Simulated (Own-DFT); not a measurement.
## Calculated data, Hf36O71 (tetragonal hafnia with one neutral oxygen vacancy, atoms displaced)

All values are calculated (Own-DFT development build). A calculation, not a measurement: plane-wave PBE and HSE06 DFT by an unreviewed code, no spin, of a simulated cell at Gamma alone, so results move with cell size and shape, stress positive in tension, energies less offsets, not probed for a lower state with spin; hafnium file: forces about 75 meV/angstrom off all-electron values; oxygen file: force components 24 meV/angstrom off all-electron in a glass; k mesh not checked against a denser one; forces and stress are PBE's, HSE06 gives the energy alone, and its difference from PBE has offsets of its own; offsets are fitted by least squares, one for each functional and potential file, so energies compare only between cells with the same atoms and settings and are not formation energies; the far tail of each file's local potential was reset to the Coulomb form; each entry is a single point on an unrelaxed cell, so the pressure reflects the starting lattice, taken from the Materials Project, from which strain is counted, and rises with the displacements; printed positions are rounded, which can move forces by about a meV/angstrom; the program is a retired in-house code; no spin-orbit coupling.

Entry: Hf36O71 (tetragonal hafnia with one neutral oxygen vacancy, atoms displaced)

```xyz
107
Lattice="10.7800 0.0000 0.0000 0.0000 10.7800 0.0000 0.0000 0.0000 10.4493" Properties=species:S:1:pos:R:3 Hf36O71
Hf    10.7697    10.7383    10.4363
Hf     1.7911     1.7547     2.6632
O     10.7429     1.7404     1.5799
O      1.8211     0.0243     3.5882
O      0.0351     1.8069     4.2332
O      1.7912    10.7541     1.0393
Hf     0.0489    10.6972     5.2729
Hf     1.7793     1.8030     7.7622
O      0.0414     1.7829     6.8173
O      1.7509     0.0741     8.9254
O      0.0984     1.8276     9.4868
O      1.7506     0.0490     6.1769
Hf    10.7216     3.5730     0.0085
Hf     1.7564     5.3382     2.5670
O      0.0250     5.3603     1.7055
O      1.7854     3.6294     3.6095
O     10.7523     5.3496     4.1764
O      1.7762     3.6232     1.1158
Hf     0.0417     3.5112     5.1862
Hf     1.7915     5.4083     7.8204
O     10.7352     5.3627     6.9415
O      1.7653     3.5806     8.8348
O      0.0006     5.3603     9.3625
O      1.8471     3.5476     6.2893
Hf    10.7237     7.1799    10.4146
Hf     1.8445     8.9239     2.5661
O     10.7351     8.9777     1.5394
O      1.7567     7.2141     3.6264
O      0.0685     9.0045     4.2390
O      1.8016     7.1358     1.0968
Hf     0.0395     7.1311     5.2154
Hf     1.8429     9.0046     7.8191
O     10.6799     8.8586     6.7901
O      1.8196     7.1396     8.9113
O      0.0251     8.9554     9.4153
O      1.8661     7.2625     6.2184
Hf     3.5863     0.0709    10.4296
Hf     5.4374     1.7984     2.5596
O      3.5201     1.8468     1.6230
O      5.3433    10.7072     3.6667
O      3.6416     1.7930     4.1671
O      5.4209     0.0603     0.9797
Hf     3.6819     0.0395     5.3204
Hf     5.3672     1.7752     7.8643
O      3.6365     1.8135     6.8115
O      5.3510    10.7102     8.8016
O      3.5460     1.7619     9.4549
O      5.3425    10.7227     6.2621
Hf     3.6779     3.6631    10.4476
Hf     5.3586     5.3931     2.5438
O      3.7783     5.3664     1.5595
O      5.3647     3.5736     3.5326
O      3.6004     5.4237     4.2603
O      5.4185     3.6135     0.9957
Hf     3.6304     3.5091     5.1232
Hf     5.4271     5.3748     7.8570
O      3.5845     5.3060     6.8436
O      5.4540     3.6645     8.9296
O      3.5891     5.4224     9.4520
O      5.3939     3.6194     6.2647
Hf     3.5560     7.2142     0.0364
Hf     5.4133     9.0399     2.5956
O      3.6302     8.9885     1.5411
O      5.3786     7.1712     3.5386
O      3.5656     9.0376     4.2565
O      5.3835     7.1936     0.9982
Hf     3.6725     7.1507     5.1638
Hf     5.4703     8.9159     7.9176
O      3.6134     9.0208     6.7523
O      5.3569     7.2644     8.7938
O      3.5323     8.8675     9.3176
O      5.4545     7.2122     6.2292
Hf     7.2387    10.7224    10.3796
Hf     8.9941     1.7633     2.6150
O      7.2037     1.8066     1.5913
O      8.9455     0.0366     3.6640
O      7.1307     1.7653     4.1913
O      8.9844    10.7459     1.0776
Hf     7.1945    10.7579     5.1721
Hf     8.9666     1.7999     7.8588
O      8.9745    10.7342     8.8538
O      7.1213     1.7807     9.4576
O      9.0575     0.0051     6.2665
Hf     7.1039     3.7059     0.0136
Hf     8.9661     5.3946     2.6157
O      7.1782     5.4580     1.6354
O      9.0425     3.5645     3.6317
O      7.1469     5.2730     4.2600
O      8.8986     3.6226     1.0000
Hf     7.0794     3.5475     5.2159
Hf     8.9828     5.4342     7.8854
O      7.2133     5.3369     6.7212
O      9.0039     3.7467     8.8880
O      7.2628     5.3975     9.4243
O      9.0224     3.6240     6.2557
Hf     7.1867     7.2525     0.0402
Hf     8.9653     9.0133     2.6069
O      7.1526     8.9883     1.6566
O      8.9501     7.1926     3.5908
O      7.1988     8.9233     4.2491
O      8.8877     7.2527     1.0373
Hf     7.2570     7.1880     5.2692
Hf     9.0021     8.9776     7.8673
O      7.2186     8.9575     6.8027
O      8.9089     7.2475     8.8682
O      7.1885     9.0250     9.4082
O      8.9346     7.1249     6.2461
```

* first functional: PBE
* second functional: HSE06
* exact exchange share: 0.25
* screening: 0.11 1/bohr
* exchange divergence: Gygi-Baldereschi
* potential files: PseudoDojo norm-conserving, scalar-relativistic, made for PBE, standard set
* wave cutoff: 48 hartree
* occupations: fixed
* k mesh: 1 x 1 x 1 centred on Gamma
* PBE energy of cell above offsets: -97.001 eV
* HSE06 less PBE above offsets: 0.036 eV
* PBE pressure: 2.43 GPa
* PBE stress xx: -1.88 GPa
* PBE stress yy: -2.5 GPa
* PBE stress zz: -2.9 GPa
* PBE stress yz: 0.31 GPa
* PBE stress xz: -0.4 GPa
* PBE stress xy: -0.02 GPa

Force:
```csv
element,x (eV/Å),y (eV/Å),z (eV/Å)
Hf,1.067,0.829,0.788
Hf,-0.674,0.392,-0.909
O,0.215,0.316,0.248
O,-0.284,-0.977,0.198
O,0.082,-1.452,-0.495
O,0.064,-0.156,-0.548
Hf,-1.109,1.03,-1.266
Hf,0.115,1.134,1.285
O,-1.41,0.177,0.425
O,0.284,-1.542,-1.237
O,-1.319,-0.657,-0.432
O,1.683,-0.447,1.743
Hf,0.786,0.29,0.038
Hf,1.257,0.506,0.711
O,-1.909,0.555,-1.891
O,0.495,-0.912,1.084
O,0.374,0.553,0.849
O,0.4,0.626,-1.432
Hf,-0.825,1.128,1.123
Hf,0.202,-0.905,0.418
O,1.413,0.828,-1.781
O,0.514,0.372,0.147
O,-0.153,1.281,2.026
O,-0.253,-0.097,-1.363
Hf,0.84,-0.252,0.211
Hf,-0.388,1.28,0.864
O,0.57,-0.358,0.42
O,0.072,-1.012,0.019
O,-0.601,-0.981,-0.675
O,-0.363,0.164,-0.733
Hf,0.086,0.466,0.159
Hf,0.671,-0.893,0.077
O,1.707,0.543,0.341
O,-0.746,0.844,-0.418
O,-0.156,-0.117,-0.175
O,-0.83,-0.641,0.258
Hf,-0.611,-1.441,0.468
Hf,-0.661,-0.95,0.15
O,1.674,-0.356,-0.61
O,0.682,1.576,-0.169
O,-0.141,-0.493,0.156
O,-0.223,-0.133,-0.003
Hf,-1.649,-1.462,-1.742
Hf,1.043,-0.217,0.149
O,-0.145,-0.348,-0.173
O,-0.129,1.285,0.838
O,1.062,1.671,-0.423
O,2.767,1.112,0.388
Hf,-2.45,-0.622,0.061
Hf,2.518,0.728,2.533
O,-4.307,-0.228,-1.132
O,-0.214,-0.049,0.88
O,0.027,-1.648,-1.122
O,-0.486,-0.582,0.798
Hf,-0.846,1.839,1.45
Hf,-0.296,0.844,-1.635
O,0.961,0.705,0.287
O,-0.689,-1.149,-0.484
O,0.381,-0.26,0.049
O,-0.572,-0.92,0.147
Hf,0.002,-0.017,-0.595
Hf,-1.376,-1.397,0.737
O,-0.14,-0.132,0.045
O,-0.3,0.655,0.451
O,-0.048,-0.875,-0.858
O,0.394,0.244,-0.757
Hf,0.048,1.863,0.938
Hf,-1.215,1.714,-3.327
O,-0.271,0.286,1.283
O,0.66,-3.312,1.665
O,-0.206,1.923,0.881
O,-0.749,-0.322,0.029
Hf,-0.403,2.19,1.494
Hf,-0.019,1.046,-0.108
O,0.065,-0.049,0.236
O,-0.119,-0.873,0.078
O,-0.345,-0.069,0.398
O,-0.567,-0.208,-0.853
Hf,0.297,-0.441,1.082
Hf,0.139,1.191,-0.821
O,0.207,1.259,0.688
O,0.497,0.288,-0.69
O,-1.447,0.604,0.156
Hf,2.137,-1.427,-0.489
Hf,-0.072,-1.091,1.114
O,-0.056,-0.275,-0.983
O,-0.221,-0.173,-0.561
O,0.366,1.5,-0.904
O,0.84,0.206,0.193
Hf,2.477,0.928,0.539
Hf,-0.629,-0.342,-1.523
O,-0.829,0.187,1.895
O,-0.142,-3.445,0.054
O,-1.035,1.741,0.147
O,-0.816,-1.394,-0.218
Hf,-0.788,-1.071,-0.302
Hf,0.517,-0.109,0.481
O,0.726,0.224,-1.205
O,0.32,0.012,0.353
O,0.047,1.159,-0.684
O,1.693,-0.366,-0.288
Hf,-1.087,-1.46,-0.698
Hf,-0.418,0.058,-1.553
O,0.318,0.281,0.416
O,0.503,-0.435,0.862
O,-0.27,-1.135,0.08
O,1.746,0.04,0.189
```
